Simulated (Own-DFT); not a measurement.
# What random displacements cost in monoclinic HfO2, 96 atoms (Hf32O64)

Calculated results; nothing here was measured. They come from Own-DFT, an in-house plane-wave density functional program, since retired, whose code no person has reviewed. Each row is one single-point run on a periodic cell that was not relaxed, without spin or spin-orbit coupling.

Settings of every run: PBE; PseudoDojo norm-conserving scalar-relativistic files; cutoff 72 hartree; 2 x 2 x 2 k mesh centred on Gamma; Fermi-Dirac smearing of 0.1 eV.

Known limits, some of them of some rows only: some atoms lie very close together; hafnium file: forces about 75 meV/angstrom off all-electron values; oxygen file: force components 24 meV/angstrom off all-electron in a glass; forces on such cells passed a denser k mesh, each cell not checked; stress not checked against mesh or cutoff.

Cell vectors in Å: (10.234, 0.000, 0.000); (0.000, 10.350, 0.000); (-1.696, 0.000, 10.445). In each run every atom was moved at random and independently from its ideal site; u is the rms move along one axis. E is the free energy for each atom above the fitted value at u = 0, and F the rms of the force components.

| run | u (Å) | E (meV/atom) | F (eV/Å) | largest force (eV/Å) | P (GPa) |
|---|---|---|---|---|---|
| 1 | 0.0194 | 10.1 | 0.427 | 2.25 | 4.16 |
| 2 | 0.0203 | 9.8 | 0.438 | 1.69 | 4.00 |
| 3 | 0.0207 | 10.8 | 0.481 | 2.00 | 4.06 |
| 4 | 0.0493 | 67.3 | 1.169 | 5.25 | 5.94 |
| 5 | 0.0535 | 74.6 | 1.225 | 4.96 | 6.80 |
| 6 | 0.0794 | ? | ? | ? | ? |
| 7 | 0.0829 | 161.8 | 1.754 | 7.27 | 9.05 |
| 8 | 0.0832 | 179.8 | 1.952 | 7.99 | 9.68 |
| 9 | 0.1158 | 348.3 | 2.903 | 14.59 | 15.80 |
| 10 | 0.1442 | 511.2 | 3.865 | 21.09 | 20.97 |

## Worked fit

For small independent moves the energy grows as E = (3/2) K u², with K the mean stiffness felt by one atom. The runs with u up to 0.11 Å give K = 17.1 ± 0.5 eV/Å², with residuals divided by u² + 0.0006 Å², since the noise grows with the moves. The scatter is 3.8 meV/atom at u = 0.05 Å. The forces follow F = G u with G = 22.6 eV/Å²; no force at u = 0 is resolved. G exceeds K because the moves of its neighbours add to the force on an atom, and stiffness differs between atoms. At u = 0.144 Å the parabola gives 533 meV/atom and the run 511. The pressure follows P = 3.88 + 813 u² GPa: at fixed volume, shortened bonds push harder than stretched ones pull.

## Withheld run

Question: what energy and rms force should run 6 give?

The fit gives 162 ± 10 meV/atom and about 1.79 eV/Å. The calculation gave 165.0 meV/atom and 1.949 eV/Å.
